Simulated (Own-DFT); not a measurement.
# One host, several defects: zincblende GaAs

Source: density functional calculations with Own-DFT, an unreviewed in-house program that is no longer used. Nothing was measured or relaxed, and spin and spin-orbit coupling are left out.

Settings: PBE; PseudoDojo norm-conserving scalar-relativistic files; cutoff 42 hartree; 3 x 3 x 3 k mesh centred on Gamma; Fermi-Dirac smearing of 0.1 eV.

Keep in mind (not all hold for every row): not probed for a lower state with spin; forces not confirmed at this smearing and k mesh; stress not checked against mesh or cutoff.

All runs share one cell, with vectors in Å (11.737, 0.000, 0.000); (0.000, 11.737, 0.000); (0.000, 0.000, 10.919) and a volume of 1504.3 Å³, strained against the parent crystal. u is the rms random offset of the atoms per axis. The defect's site can differ from row to row.

| cell | formula | u (Å) | P (GPa) |
|---|---|---|---|
| no defect | As32Ga32 | 0.0306 | 0.74 |
| no defect | As32Ga32 | 0.0491 | 1.08 |
| no defect | As32Ga32 | 0.0540 | 1.07 |
| one As vacancy and one Ga vacancy | As31Ga31 | 0.0306 | 0.46 |
| one As vacancy and one Ga vacancy | As31Ga31 | 0.0478 | 0.77 |
| one As vacancy and one Ga vacancy | As31Ga31 | 0.0516 | 0.73 |
| one P on an As site | As31Ga32P | 0.0298 | ? |
| one P on an As site | As31Ga32P | 0.0321 | 0.51 |
| one P on an As site | As31Ga32P | 0.0475 | 0.83 |
| one P on an As site | As31Ga32P | 0.0493 | 0.82 |
| one Al on a Ga site | AlAs32Ga31 | 0.0287 | 0.69 |
| one Al on a Ga site | AlAs32Ga31 | 0.0306 | 0.76 |
| one Al on a Ga site | AlAs32Ga31 | 0.0539 | 1.09 |
| one In on a Ga site | As32Ga31In | 0.0308 | 1.36 |
| one In on a Ga site | As32Ga31In | 0.0321 | 1.37 |
| one In on a Ga site | As32Ga31In | 0.0506 | 1.69 |

## Fit

P = P0 + c u² + a shift for each defect gives P0 = 0.56 GPa, c = 192 ± 15 GPa/Å² and a scatter of 0.04 GPa. The shifts, and each times the cell's volume:

- one In on a Ga site: 0.62 ± 0.04 GPa, 5.8 eV
- one Al on a Ga site: -0.01 ± 0.04 GPa, -0.1 eV (not resolved)
- one P on an As site: -0.21 ± 0.04 GPa, -2.0 eV
- one As vacancy and one Ga vacancy: -0.28 ± 0.04 GPa, -2.6 eV

Against the defect-free cell, a freed cell would be larger where the shift is positive and smaller where it is negative (160.2 GPa Å³ is 1 eV). The atoms around the defects weren't relaxed, which would change these numbers.

## Check

The question: what pressure belongs in the blank (one P on an As site, u = 0.0298 Å)?

From the fit: 0.52 ± 0.05 GPa. Computed: 0.51 GPa.
